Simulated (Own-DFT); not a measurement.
# Response to strain: wurtzite AlGaN with randomly placed atoms, 96 atoms (Al12Ga36N48)

Calculated results; nothing here was measured. The program, named Own-DFT, is a retired in-house plane-wave density functional code that no person has reviewed. Each row is one single-point run on a periodic cell that was not relaxed, without spin or spin-orbit coupling.

Settings of every run: PBE; PseudoDojo norm-conserving scalar-relativistic files (stringent for Ga); cutoff 96 hartree; 3 x 4 x 3 k mesh centred on Gamma; Gaussian smearing of 0.01 eV.

Known limits: k mesh not checked against a denser one; stress not checked against mesh or cutoff.

Unstrained cell vectors in Å: (12.679, 0.000, 0.000); (-4.755, 8.235, 0.000); (0.000, 0.000, 10.268). The unstrained cell has measured lattice constants (interpolated for alloys), not those of this functional. That, the random moves and any unrelaxed bonds set the pressure at no strain. Each run strains this cell uniformly, with the atoms carried along. Every atom was also moved at random, by a Gaussian of width 0.05 Å on each axis. The random placing of the alloy's atoms differs from row to row. Strain is the symmetric tensor, in per cent. Stress is positive in tension, and the pressure is minus a third of its trace.

```
run,e_xx (%),e_yy (%),e_zz (%),s_xx (GPa),s_yy (GPa),s_zz (GPa),P (GPa),E (meV/atom)
1,-0.25,-0.25,0.00,-9.89,-6.92,-6.41,7.74,0.0
2,-3.00,-3.00,0.00,-25.16,-25.29,-13.80,21.42,72.3
3,1.00,1.00,0.00,-1.83,-0.96,-6.32,3.04,0.7
4,2.75,2.75,0.00,5.82,7.03,-4.66,-2.73,12.5
5,0.75,0.75,0.00,-2.07,-3.05,-6.63,3.91,1.0
6,2.00,2.00,0.00,2.09,3.06,-3.90,-0.42,12.4
7,3.00,3.00,0.00,6.49,6.17,-1.77,-3.63,18.2
8,-0.50,-0.50,0.00,-9.58,-8.15,-9.49,9.07,15.4
9,-1.75,-1.75,0.00,?,?,?,?,?
```

E is the free energy for each atom above the lowest run shown.

## Worked fit

The change of volume is close to e_xx + e_yy + e_zz. A straight line through the runs shown gives P = 7.81 - 204 x (fractional change of volume) GPa, with an error of 10 on the slope and a scatter of 1.08 GPa. The strain isn't the same on all axes and the cell isn't cubic, so the slope belongs to this path and is not the bulk modulus.

## Withheld run

Question: what pressure should run 9 give? Its volume changes by -3.47 %.

The line gives 14.9 GPa. The calculation gave 14.56 GPa.
